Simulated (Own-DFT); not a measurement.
# Which defects push the lattice out? C11b WSi2

Everything here is calculated. The program is Own-DFT (plane waves, in-house, since retired, never reviewed by a person); positions were held fixed, and spin and spin-orbit coupling were off.

Settings: PBE; PseudoDojo norm-conserving scalar-relativistic files; cutoff 50 hartree; 5 x 5 x 5 k mesh centred on Gamma; cold (Marzari-Vanderbilt) smearing of 0.2 eV.

Keep in mind: forces on such cells failed a check on a denser k mesh; stress not checked against mesh or cutoff.

All runs share one cell, with vectors in Å (-2.148, -5.953, 3.409); (-6.444, 2.976, 1.136); (-2.553, -2.948, -6.757) and a volume of 403.2 Å³. u is the rms random offset of the atoms per axis. The defect's site can differ from row to row.

| cell | formula | u (Å) | P (GPa) |
|---|---|---|---|
| no defect | Si20W10 | 0.0199 | 4.55 |
| no defect | Si20W10 | 0.0227 | 4.61 |
| no defect | Si20W10 | 0.0398 | 5.60 |
| one W on a Si site | Si19W11 | 0.0275 | 9.68 |
| one W on a Si site | Si19W11 | 0.0297 | 9.96 |
| one W on a Si site | Si19W11 | 0.0461 | ? |
| one W on a Si site | Si19W11 | 0.0547 | 12.11 |
| one Si vacancy | Si19W10 | 0.0281 | 3.29 |
| one Si vacancy | Si19W10 | 0.0477 | 3.37 |
| one Si vacancy | Si19W10 | 0.0477 | 4.42 |
| one W vacancy | Si20W9 | 0.0269 | 3.76 |
| one W vacancy | Si20W9 | 0.0453 | 4.53 |
| one W vacancy | Si20W9 | 0.0506 | 4.06 |
| one Si on a W site | Si21W9 | 0.0314 | 6.45 |
| one Si on a W site | Si21W9 | 0.0532 | 7.71 |
| one Si on a W site | Si21W9 | 0.0537 | 8.11 |

## What the rows give

P = P0 + c u² + a shift for each defect gives P0 = 4.32 GPa, c = 724 ± 143 GPa/Å² and a scatter of 0.44 GPa. The shifts, and each times the cell's volume:

- one W on a Si site: 5.15 ± 0.38 GPa, 13.0 eV
- one Si on a W site: 1.49 ± 0.41 GPa, 3.8 eV
- one W vacancy: -1.49 ± 0.39 GPa, -3.7 eV
- one Si vacancy: -1.92 ± 0.39 GPa, -4.8 eV

A positive shift means that the defect pushes the cell outwards. Shift times volume (160.2 GPa Å³ is 1 eV) depends little on the cell's size, so, taken for each site, it can be compared between cells at like pressure. The atoms around the defects weren't relaxed, which would change these numbers.

## The run left out

Asked: what pressure belongs in the blank (one W on a Si site, u = 0.0461 Å)?

Estimate: 11.01 ± 0.52 GPa. The hidden result is 10.94 GPa.
